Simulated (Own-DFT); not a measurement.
# One host, several defects: C40 NbSi2

Source: density functional calculations with Own-DFT, an unreviewed in-house program that is no longer used. Nothing was measured or relaxed, and spin and spin-orbit coupling are left out.

All runs used: PBE; PseudoDojo norm-conserving scalar-relativistic files; cutoff 42 hartree; 4 x 4 x 5 k mesh centred on Gamma; cold (Marzari-Vanderbilt) smearing of 0.2 eV.

Caveats: forces on such cells failed a check on a denser k mesh; stress not checked against mesh or cutoff.

All runs share one cell, with vectors in Å (0.000, 8.324, 0.000); (-9.613, 0.000, 0.000); (0.000, 0.000, 6.586) and a volume of 527.0 Å³. Atoms were moved at random from their sites; u is the rms move along one axis. The defect's site can differ from row to row.

| cell | formula | u (Å) | P (GPa) |
|---|---|---|---|
| no defect | Nb12Si24 | 0.0167 | 1.44 |
| no defect | Nb12Si24 | 0.0199 | 1.49 |
| no defect | Nb12Si24 | 0.0452 | 2.40 |
| two Nb on a Si site each | Nb14Si22 | 0.0318 | 7.56 |
| two Nb on a Si site each | Nb14Si22 | 0.0451 | 8.24 |
| two Nb on a Si site each | Nb14Si22 | 0.0502 | 8.48 |
| two Si on a Nb site each | Nb10Si26 | 0.0285 | ? |
| two Si on a Nb site each | Nb10Si26 | 0.0323 | 1.87 |
| two Si on a Nb site each | Nb10Si26 | 0.0495 | 2.17 |
| two Si on a Nb site each | Nb10Si26 | 0.0518 | 2.47 |
| two Nb vacancies | Nb10Si24 | 0.0293 | -0.18 |
| two Nb vacancies | Nb10Si24 | 0.0297 | -0.09 |
| two Nb vacancies | Nb10Si24 | 0.0562 | 0.94 |
| one Si vacancy | Nb12Si23 | 0.0318 | 1.15 |
| one Si vacancy | Nb12Si23 | 0.0484 | 1.72 |
| one Si vacancy | Nb12Si23 | 0.0566 | 2.25 |

## Analysis

P = P0 + c u² + a shift for each defect gives P0 = 1.33 GPa, c = 485 ± 35 GPa/Å² and a scatter of 0.11 GPa. The shifts, and each times the cell's volume:

- two Nb on a Si site each: 5.86 ± 0.10 GPa, 19.3 eV (9.6 eV for each of its 2 sites)
- two Si on a Nb site each: -0.16 ± 0.10 GPa, -0.5 eV (-0.3 eV for each of its 2 sites) (not resolved)
- one Si vacancy: -0.69 ± 0.10 GPa, -2.3 eV
- two Nb vacancies: -1.90 ± 0.10 GPa, -6.3 eV (-3.1 eV for each of its 2 sites)

Positive is outwards. The product with the volume (160.2 GPa Å³ to the eV) is nearly free of the cell's size; divided by the bulk modulus at the cell's pressure it gives the volume that the defect adds. The atoms around the defects weren't relaxed, which would change these numbers.

## Test on the hidden row

Asked: what pressure belongs in the blank (two Si on a Nb site each, u = 0.0285 Å)?

From the fit: 1.57 ± 0.14 GPa. The calculation gave 1.62 GPa.
